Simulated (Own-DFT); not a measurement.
# Two functionals across a range of volumes: C40 NbSi2, 36 atoms (Nb12Si24)

Source: density functional calculations with Own-DFT, an unreviewed in-house program that is no longer used. Nothing was measured or relaxed, and spin and spin-orbit coupling are left out.

Known weak points: forces on such cells failed a check on a denser k mesh; stress not checked against mesh or cutoff.

Each geometry was run with PBE and with PBEsol, otherwise alike: PseudoDojo norm-conserving scalar-relativistic files made for PBE; cutoff 42 hartree; 4 x 4 x 5 k mesh centred on Gamma; cold (Marzari-Vanderbilt) smearing of 0.2 eV. Unstrained cell vectors in Å: (0.000, 8.324, 0.000); (-9.613, 0.000, 0.000); (0.000, 0.000, 6.586). Each has a uniform strain, of which the change of volume is shown, and random moves of rms u per axis.

| run | volume change (%) | u (Å) | P with PBE (GPa) | P with PBEsol (GPa) |
|---|---|---|---|---|
| 1 | 2.97 | 0.0454 | -2.46 | -5.99 |
| 2 | -0.49 | 0.0495 | 3.28 | -0.39 |
| 3 | 0.69 | 0.0474 | 1.46 | -2.17 |
| 4 | -1.02 | 0.0492 | 5.22 | 1.51 |
| 5 | -1.08 | 0.0439 | 4.93 | 1.23 |
| 6 | -3.04 | 0.0449 | 9.04 | 5.24 |
| 7 | 3.55 | 0.0492 | -3.08 | -6.59 |
| 8 | 3.79 | 0.0460 | -3.68 | -7.17 |
| 9 | 4.03 | 0.0472 | -3.91 | -7.40 |
| 10 | 1.20 | 0.0520 | 1.03 | -2.57 |
| 11 | -1.76 | 0.0529 | 5.97 | ? |

The question: by how much does PBEsol shrink this cell, and what belongs in the blank?

## Solution

Write v for the change of volume as a fraction. Fitted to v and u², the PBE pressure has a slope of -180 ± 5 GPa in v, with the ions held to the strained lattice. The difference PBEsol less PBE is -3.66 + 4.4 v GPa (slope ± 0.1) and averages -3.61 GPa. Divided by the mean slope of the two, 178 GPa, that makes PBEsol's volume at a given pressure, near -1 GPa, about 2.0 % smaller, or 0.68 % in lengths. At one volume PBEsol's slope is the smaller by 4 GPa, but its pressure there is lower too. If stiffness rises by about 4 GPa for each GPa, PBEsol at equal pressure is stiffer by about 10 GPa. Files made for PBEsol would give a different shift.

For run 11 the line gives 2.24 GPa. The run itself gave 2.24 GPa.
